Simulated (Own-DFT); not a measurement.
# What a defect does to the pressure of its cell: 2H SiC

Source: density functional calculations with Own-DFT, an unreviewed in-house program that is no longer used. Nothing was measured or relaxed, and spin and spin-orbit coupling are left out.

All runs used: PBE; PseudoDojo norm-conserving scalar-relativistic files; cutoff 42 hartree; 4 x 4 x 3 k mesh centred on Gamma; Fermi-Dirac smearing of 0.1 eV.

Known weak points (not all hold for every row): not probed for a lower state with spin; forces on such cells passed a denser k mesh, each cell not checked; stress not checked against mesh or cutoff.

All runs share one cell, with vectors in Å (9.248, 0.000, 0.000); (-4.624, 8.009, 0.000); (0.000, 0.000, 10.068) and a volume of 745.7 Å³. u is the rms random offset of the atoms per axis. The defect's site can differ from row to row.

```
                                     cell     formula   u (Å)  P (GPa)
                                no defect     C36Si36  0.0325     3.96
                                no defect     C36Si36  0.0586     6.61
                                no defect     C36Si36  0.0610     6.74
                   two N on a C site each   C34N2Si36  0.0293     2.87
                   two N on a C site each   C34N2Si36  0.0301     3.10
                   two N on a C site each   C34N2Si36  0.0500     4.23
one C on a Si site and one Si on a C site     C36Si36  0.0292     7.63
one C on a Si site and one Si on a C site     C36Si36  0.0512     8.65
one C on a Si site and one Si on a C site     C36Si36  0.0516     8.56
one Al on a Si site and one N on a C site  AlC35NSi35  0.0307     4.15
one Al on a Si site and one N on a C site  AlC35NSi35  0.0336        ?
one Al on a Si site and one N on a C site  AlC35NSi35  0.0493     5.45
one Al on a Si site and one N on a C site  AlC35NSi35  0.0540     5.87
                 two Al on a Si site each  Al2C36Si34  0.0308     5.95
                 two Al on a Si site each  Al2C36Si34  0.0488     7.42
                 two Al on a Si site each  Al2C36Si34  0.0537     7.68
```

## Worked fit

P = P0 + c u² + a shift for each defect gives P0 = 3.37 GPa, c = 878 ± 66 GPa/Å² and a scatter of 0.23 GPa. The shifts, and each times the cell's volume:

- one C on a Si site and one Si on a C site: 3.12 ± 0.19 GPa, 14.5 eV
- two Al on a Si site each: 1.83 ± 0.19 GPa, 8.5 eV (4.2 eV for each of its 2 sites)
- one Al on a Si site and one N on a C site: -0.06 ± 0.19 GPa, -0.3 eV (not resolved)
- two N on a C site each: -1.22 ± 0.21 GPa, -5.7 eV (-2.8 eV for each of its 2 sites)

Positive is outwards. The product with the volume (160.2 GPa Å³ to the eV) is nearly free of the cell's size; divided by the bulk modulus at the cell's pressure it gives the volume that the defect adds. The atoms around the defects weren't relaxed, which would change these numbers.

## Test on the hidden row

Q: what pressure belongs in the blank (one Al on a Si site and one N on a C site, u = 0.0336 Å)?

The fit gives 4.30 ± 0.28 GPa. The hidden result is 4.17 GPa.
